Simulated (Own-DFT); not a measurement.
Ge (diamond germanium, atoms displaced), Si (diamond silicon, strained, atoms displaced) (calculated)

Computed with Own-DFT development build. A calculation, not a measurement: plane-wave PBE density functional theory by an unreviewed code, no spin, of a simulated periodic cell, stress positive in tension, free energy of the whole cell less one offset for each atom, k mesh not checked against a denser one; offsets are fitted by least squares, one for each functional and potential file, so energies compare only between cells with the same atoms and settings and are not formation energies; the far tail of each file's local potential was reset to the Coulomb form; each entry is a single point on an unrelaxed cell, so the pressure reflects the starting lattice, mostly measured values (interpolated for alloys), from which strain is counted, and rises with the displacements; printed positions are rounded, which can move forces by about a meV/angstrom; the program, named Own-DFT, is a retired in-house code; no spin-orbit coupling; before rounding, a Quantum ESPRESSO 7.3.1 run of the same cell and cutoff gave forces within 1 meV/angstrom rms on each cell, which checks the program and not the settings.

Settings shared by all entries: functional PBE; potential files PseudoDojo norm-conserving, scalar-relativistic, standard set; occupations Fermi-Dirac; smearing width 0.1 eV.

```yaml
- entry: 1
  formula: Ge
  kind: "diamond germanium, atoms displaced"
  structure:
    cell_angstrom: [[0.0, 5.658, 5.658], [5.658, 0.0, 5.658], [5.658, 5.658, 0.0]]
    atoms_fractional:
      - [Ge, 0.96945, 0.02233, 0.9928]
      - [Ge, 0.48254, 0.99092, 0.04984]
      - [Ge, 0.02838, 0.47253, 0.98195]
      - [Ge, 0.98062, 0.0066, 0.51519]
      - [Ge, 0.10295, 0.13337, 0.15603]
      - [Ge, 0.64649, 0.08055, 0.14736]
      - [Ge, 0.12419, 0.64232, 0.14967]
      - [Ge, 0.13337, 0.15809, 0.59756]
      - [Ge, 0.52465, 0.51736, 0.44905]
      - [Ge, 0.02897, 0.46257, 0.51334]
      - [Ge, 0.4916, 0.00128, 0.49206]
      - [Ge, 0.53846, 0.4646, 0.9824]
      - [Ge, 0.60661, 0.62207, 0.6784]
      - [Ge, 0.11106, 0.6288, 0.63598]
      - [Ge, 0.64669, 0.08423, 0.63999]
      - [Ge, 0.57171, 0.65063, 0.13357]
  settings:
    "wave_cutoff [hartree]": 42.0
    k_mesh: "5 x 5 x 5 centred on Gamma"
  results:
    "free_energy_of_cell_above_offsets [eV]": "5.894"
    "pressure [GPa]": 10.89
    "stress_xx [GPa]": -9.26
    "stress_yy [GPa]": -11.41
    "stress_zz [GPa]": -11.99
    "stress_yz [GPa]": 6.89
    "stress_xz [GPa]": 2.17
    "stress_xy [GPa]": 0.52
    force_element: [Ge, Ge, Ge, Ge, Ge, Ge, Ge, Ge, Ge, Ge, Ge, Ge, Ge, Ge, Ge, Ge]
    "force_x [eV/angstrom]": [-2.403, -0.508, 3.762, -0.968, -2.003, 1.801, -2.05, -4.355, 3.184, 6.288, 0.959, 4.233, -4.836, -1.643, 3.11, -4.571]
    "force_y [eV/angstrom]": [3.162, -2.774, -0.071, 2.14, -0.191, -2.2, -0.818, 4.004, 4.843, -5.369, 2.682, 3.826, -5.309, 0.106, -2.721, -1.31]
    "force_z [eV/angstrom]": [3.432, 0.927, 0.62, 1.497, -0.905, -0.733, -0.086, -6.061, -3.743, 4.226, -0.496, -4.912, 4.674, 1.593, -1.633, 1.602]
- entry: 2
  formula: Si
  kind: "diamond silicon, strained, atoms displaced"
  structure:
    cell_angstrom:
      - [10.9727, -0.0419, -0.1363]
      - [-0.0419, 10.8218, 0.1789]
      - [-0.1363, 0.1789, 10.7791]
    atoms_fractional:
      - [Si, 0.00636, 0.99821, 0.00964]
      - [Si, 0.01048, 0.25521, 0.25134]
      - [Si, 0.25373, 0.00397, 0.24237]
      - [Si, 0.25465, 0.24913, 0.00103]
      - [Si, 0.12099, 0.12915, 0.12673]
      - [Si, 0.12843, 0.37162, 0.36935]
      - [Si, 0.37371, 0.12253, 0.37874]
      - [Si, 0.37114, 0.3809, 0.13286]
      - [Si, 0.00213, 0.00426, 0.49337]
      - [Si, 0.99781, 0.24688, 0.7415]
      - [Si, 0.25049, 0.99897, 0.74733]
      - [Si, 0.25005, 0.25093, 0.49346]
      - [Si, 0.12619, 0.12458, 0.62794]
      - [Si, 0.12737, 0.36907, 0.87687]
      - [Si, 0.37898, 0.12318, 0.87609]
      - [Si, 0.3715, 0.37395, 0.6279]
      - [Si, 0.99358, 0.49946, 0.99394]
      - [Si, 0.99413, 0.7462, 0.25458]
      - [Si, 0.24479, 0.50293, 0.246]
      - [Si, 0.25093, 0.75846, 0.00094]
      - [Si, 0.12898, 0.62703, 0.12148]
      - [Si, 0.12308, 0.87666, 0.37374]
      - [Si, 0.37335, 0.62564, 0.37363]
      - [Si, 0.37633, 0.87984, 0.12017]
      - [Si, 0.01343, 0.51044, 0.49786]
      - [Si, 0.99627, 0.75306, 0.75921]
      - [Si, 0.25213, 0.49436, 0.73905]
      - [Si, 0.24426, 0.74715, 0.49576]
      - [Si, 0.13502, 0.6317, 0.62774]
      - [Si, 0.11833, 0.87029, 0.87461]
      - [Si, 0.37181, 0.62155, 0.87408]
      - [Si, 0.37227, 0.87548, 0.6131]
      - [Si, 0.5066, 0.00345, 0.99743]
      - [Si, 0.49894, 0.24331, 0.25316]
      - [Si, 0.73852, 0.00011, 0.24941]
      - [Si, 0.74355, 0.24064, 0.99499]
      - [Si, 0.62484, 0.12055, 0.12407]
      - [Si, 0.61704, 0.3727, 0.3738]
      - [Si, 0.87235, 0.11804, 0.37447]
      - [Si, 0.87148, 0.37105, 0.12986]
      - [Si, 0.50493, 0.9983, 0.50128]
      - [Si, 0.50105, 0.25362, 0.74687]
      - [Si, 0.74782, 0.99836, 0.74504]
      - [Si, 0.74732, 0.24265, 0.5027]
      - [Si, 0.62364, 0.1143, 0.62158]
      - [Si, 0.62784, 0.3774, 0.87255]
      - [Si, 0.87082, 0.12633, 0.87091]
      - [Si, 0.88236, 0.37348, 0.62189]
      - [Si, 0.49849, 0.50203, 0.99809]
      - [Si, 0.49942, 0.75052, 0.24334]
      - [Si, 0.75564, 0.49768, 0.25849]
      - [Si, 0.7462, 0.7486, 9.0e-05]
      - [Si, 0.62705, 0.61857, 0.12348]
      - [Si, 0.62117, 0.87586, 0.36794]
      - [Si, 0.87534, 0.61999, 0.37535]
      - [Si, 0.87623, 0.87854, 0.12449]
      - [Si, 0.4988, 0.50474, 0.49973]
      - [Si, 0.50668, 0.74837, 0.74792]
      - [Si, 0.75155, 0.49676, 0.75294]
      - [Si, 0.74838, 0.75932, 0.49942]
      - [Si, 0.62522, 0.62258, 0.61953]
      - [Si, 0.61885, 0.87151, 0.87811]
      - [Si, 0.8802, 0.62246, 0.87646]
      - [Si, 0.87792, 0.87551, 0.61968]
  settings:
    "wave_cutoff [hartree]": 20.0
    k_mesh: "3 x 3 x 3 centred on Gamma"
  results:
    "free_energy_of_cell_above_offsets [eV]": "-2.530"
    "pressure [GPa]": 2.73
    "stress_xx [GPa]": -1.7
    "stress_yy [GPa]": -3.12
    "stress_zz [GPa]": -3.37
    "stress_yz [GPa]": 3.21
    "stress_xz [GPa]": -3.27
    "stress_xy [GPa]": -0.48
    force_element: [Si, Si, Si, Si, Si, Si, Si, Si, Si, Si, Si, Si, Si, Si, Si, Si, Si, Si, Si, Si, Si, Si, Si, Si, Si, Si, Si, Si, Si, Si, Si, Si, Si, Si, Si, Si, Si, Si, Si, Si, Si, Si, Si, Si, Si, Si, Si, Si, Si, Si, Si, Si, Si, Si, Si, Si, Si, Si, Si, Si, Si, Si, Si, Si]
    "force_x [eV/angstrom]": [-0.719, -1.932, -0.256, 0.225, 0.849, -0.037, 0.041, 0.595, 0.624, 0.872, 0.413, 0.4, -0.287, -0.752, -0.564, 0.534, 1.733, 0.913, 0.855, 0.274, -1.579, -0.073, -0.401, 0.148, -0.394, 0.209, -0.363, 1.218, -1.591, 0.898, -0.175, 0.128, -0.489, -0.173, 2.208, 0.921, -0.824, 0.708, -0.435, -0.074, -0.744, 0.476, 0.614, 0.537, -0.243, -1.021, 0.551, -1.019, 0.24, 0.073, -0.965, 1.111, -0.081, -0.596, -0.361, -1.121, -0.243, -1.277, 0.945, 0.321, 0.565, 0.754, -2.112, -0.048]
    "force_y [eV/angstrom]": [0.325, -1.335, -0.576, -0.21, 0.344, 1.689, -0.06, -0.644, -0.782, -0.202, -0.691, -0.535, 0.395, 0.603, 0.632, -0.023, -1.25, 0.286, -0.241, -1.17, 0.513, 0.201, 0.367, 0.404, -1.324, -0.841, 0.192, 0.639, 0.034, 1.635, 0.875, -0.415, -0.855, 0.347, -0.498, 0.855, 1.212, 0.178, 1.463, 0.1, -0.623, -0.995, -1.004, 0.61, 1.779, -0.228, -0.681, 1.023, -0.912, -0.664, -0.808, -0.118, 0.437, -0.243, 1.14, -0.504, -1.15, -0.345, 0.353, -1.417, 0.649, 0.577, 0.901, 0.586]
    "force_z [eV/angstrom]": [-1.596, -0.302, 0.772, 0.35, -0.187, 0.95, -0.159, -0.729, 0.917, 1.362, 0.404, 1.043, -0.957, -0.91, -0.508, -1.486, 1.499, -0.895, 0.646, -0.587, -0.257, -0.661, -0.373, 0.11, 0.236, -1.789, 1.905, -0.555, 0.696, 0.559, -0.522, 1.221, 0.079, -0.724, -0.171, 0.497, 0.052, 0.636, -0.694, -0.765, -1.14, 0.156, 0.906, -0.544, 0.796, 0.569, 0.303, -0.652, 0.256, 0.1, -0.844, 0.048, 0.594, 0.748, 1.038, 0.527, -0.119, -0.42, -1.102, -0.502, 0.74, -0.656, -0.468, 0.561]
- entry: 3
  formula: Ge
  kind: "diamond germanium, atoms displaced"
  structure:
    cell_angstrom: [[0.0, 5.658, 5.658], [5.658, 0.0, 5.658], [5.658, 5.658, 0.0]]
    atoms_fractional:
      - [Ge, 0.98773, 0.96785, 0.03438]
      - [Ge, 0.47326, 0.02906, 0.99259]
      - [Ge, 0.99524, 0.47905, 0.03286]
      - [Ge, 0.97728, 0.02724, 0.50399]
      - [Ge, 0.09799, 0.15282, 0.12781]
      - [Ge, 0.58993, 0.16761, 0.12231]
      - [Ge, 0.15023, 0.60604, 0.13469]
      - [Ge, 0.11251, 0.13607, 0.62628]
      - [Ge, 0.48081, 0.5037, 0.547]
      - [Ge, 0.0048, 0.49692, 0.49149]
      - [Ge, 0.44268, 0.98544, 0.54169]
      - [Ge, 0.45406, 0.54025, 0.01344]
      - [Ge, 0.63613, 0.62263, 0.61963]
      - [Ge, 0.1309, 0.60909, 0.63939]
      - [Ge, 0.61078, 0.12838, 0.64765]
      - [Ge, 0.64232, 0.58126, 0.12095]
  settings:
    "wave_cutoff [hartree]": 42.0
    k_mesh: "5 x 5 x 5 centred on Gamma"
  results:
    "free_energy_of_cell_above_offsets [eV]": "3.087"
    "pressure [GPa]": 8.61
    "stress_xx [GPa]": -7.89
    "stress_yy [GPa]": -8.55
    "stress_zz [GPa]": -9.39
    "stress_yz [GPa]": -3.81
    "stress_xz [GPa]": 2.33
    "stress_xy [GPa]": 4.68
    force_element: [Ge, Ge, Ge, Ge, Ge, Ge, Ge, Ge, Ge, Ge, Ge, Ge, Ge, Ge, Ge, Ge]
    "force_x [eV/angstrom]": [1.453, 0.631, 1.321, -1.248, -3.349, -0.736, 3.452, 2.047, -2.871, 1.306, -1.949, -5.783, 1.493, 1.728, -1.368, 3.875]
    "force_y [eV/angstrom]": [-1.989, 2.408, -2.318, 0.774, 2.376, 1.43, -4.81, -0.515, -0.899, 1.161, 1.723, 3.343, 0.443, -1.535, -1.937, 0.344]
    "force_z [eV/angstrom]": [1.292, -1.527, 3.479, -0.88, -2.947, -1.402, -5.187, -2.773, 0.268, 0.307, 4.053, 5.032, 0.07, -0.433, 0.062, 0.586]
```
